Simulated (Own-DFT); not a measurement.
# Response to strain: 2H SiC, 32 atoms (C16Si16)

All numbers below are calculated, not measured. The program, named Own-DFT, is a retired in-house plane-wave density functional code that no person has reviewed. Each row is one single-point run on a periodic cell that was not relaxed, without spin or spin-orbit coupling.

Settings of every run: PBE; PseudoDojo norm-conserving scalar-relativistic files; cutoff 42 hartree; 5 x 5 x 3 k mesh centred on Gamma; Fermi-Dirac smearing of 0.1 eV.

Known limits: forces on such cells passed a denser k mesh, each cell not checked; stress not checked against mesh or cutoff.

Unstrained cell vectors in Å: (6.165, 0.000, 0.000); (-3.083, 5.339, 0.000); (0.000, 0.000, 10.068). The unstrained cell has measured lattice constants (interpolated for alloys), not those of this functional. That, the random moves and any unrelaxed bonds set the pressure at no strain. Each run strains this cell uniformly, with the atoms carried along. Every atom was also moved at random, by a Gaussian of width 0.05 Å on each axis. Strain is the symmetric tensor, in per cent. Stress is positive in tension, and the pressure is minus a third of its trace.

```
run,e_xx (%),e_yy (%),e_zz (%),e_yz (%),e_xz (%),e_xy (%),s_xx (GPa),s_yy (GPa),s_zz (GPa),s_yz (GPa),s_xz (GPa),s_xy (GPa),P (GPa),E (meV/atom)
1,-1.32,-1.41,-0.09,-0.54,-0.69,0.94,-14.62,-11.11,-8.57,-0.38,-1.21,3.75,11.43,22.1
2,-1.70,-0.66,0.61,0.20,-1.19,-1.87,-16.36,-10.62,-4.05,1.22,-3.12,-10.50,10.35,57.0
3,1.13,0.75,0.18,-1.34,-0.71,-0.37,4.32,1.50,-5.93,-5.06,-1.47,-1.55,0.04,0.0
4,0.14,0.79,0.41,1.52,-0.03,0.02,-1.06,-0.01,-4.61,3.83,0.17,0.65,1.90,29.9
5,-1.66,1.49,-1.73,-0.21,-0.77,1.80,-12.47,0.67,-18.00,-1.02,-3.41,9.20,9.93,54.6
6,0.15,0.61,-0.71,1.56,-1.38,0.18,-0.23,-3.19,-12.81,5.00,-4.11,0.86,5.41,37.7
7,1.31,-1.70,-0.90,-0.05,1.09,-0.42,2.42,-13.80,-11.73,1.57,3.55,-2.23,7.70,14.1
8,1.13,-1.82,-0.16,-1.82,1.49,-1.36,0.06,-13.38,-11.84,-6.07,4.76,-8.04,8.39,78.2
9,-1.98,-0.75,0.27,-1.98,-1.06,0.05,-17.18,-12.74,-6.07,-5.79,-5.92,1.22,12.00,59.3
10,-0.37,-0.95,-0.39,-1.47,0.63,-0.71,-6.67,-12.47,-10.77,-4.28,1.62,-1.09,9.97,56.7
11,-0.75,1.14,-1.97,-1.82,0.79,-1.36,-6.43,-1.78,-21.91,-6.29,2.86,-8.12,10.04,69.4
12,-0.90,0.72,-1.47,-0.21,1.88,-1.31,-8.79,-0.34,-18.16,-0.92,6.72,-6.51,9.09,40.1
13,1.73,1.51,-1.83,1.07,1.17,-1.32,6.34,3.22,-18.36,3.27,3.45,-7.61,2.93,49.5
14,0.98,0.88,-0.15,-0.52,-1.75,0.22,1.82,0.10,-6.91,-2.38,-6.74,-0.70,1.66,24.4
15,0.86,0.58,-0.69,1.71,-1.67,-1.73,2.30,-1.99,-13.41,6.54,-6.17,-6.17,4.37,50.8
16,1.83,-1.51,1.13,0.93,1.88,0.14,4.84,-13.22,0.91,3.20,5.96,-1.07,2.49,31.9
17,-1.89,-1.62,-1.13,1.61,0.67,0.80,-16.33,-21.83,-12.73,6.45,2.65,3.13,16.97,62.8
18,-1.15,-1.11,-1.78,1.28,0.53,0.62,?,?,?,?,?,?,?,?
```

E is the free energy for each atom above the lowest run shown.

## Worked fit

Each stress component was fitted by least squares to a constant and the strains of the runs shown, as fractions, with shears doubled. Shear strains stay in the fit of a normal stress only where such slopes are resolved. The slopes, in GPa:

```
stress,at no strain,per e_xx,per e_yy,per e_zz,scatter
s_xx,-4.0,599 ± 22,118 ± 27,-10 ± 36,1.15
s_yy,-5.3,108 ± 39,595 ± 48,84 ± 64,2.03
s_zz,-7.6,7 ± 29,3 ± 36,651 ± 48,1.53
```

Each shear stress against twice its own strain: yz 169 ± 5, xz 173 ± 13, xy 237 ± 20 GPa. These are stiffnesses along x, y and z of the frame in which the cell vectors are given, which need not be the crystal's axes. The atoms are held to the strained lattice; where symmetry lets them move under strain, relaxing them would lower some slopes. The table should be nearly symmetric about its diagonal, and what it lacks of that shows the noise. A ninth of its sum, 240 ± 8 GPa, estimates the bulk modulus near the mean pressure of these runs, 7.3 GPa, so it lies above the value at zero pressure.

## Withheld run

Question: what normal stresses and pressure should run 18 give?

The fit gives s_xx = -12.1, s_yy = -14.7, s_zz = -19.2 and P = 15.3 GPa. The calculation gave -14.46, -11.48, -20.70 and P = 15.54 GPa.
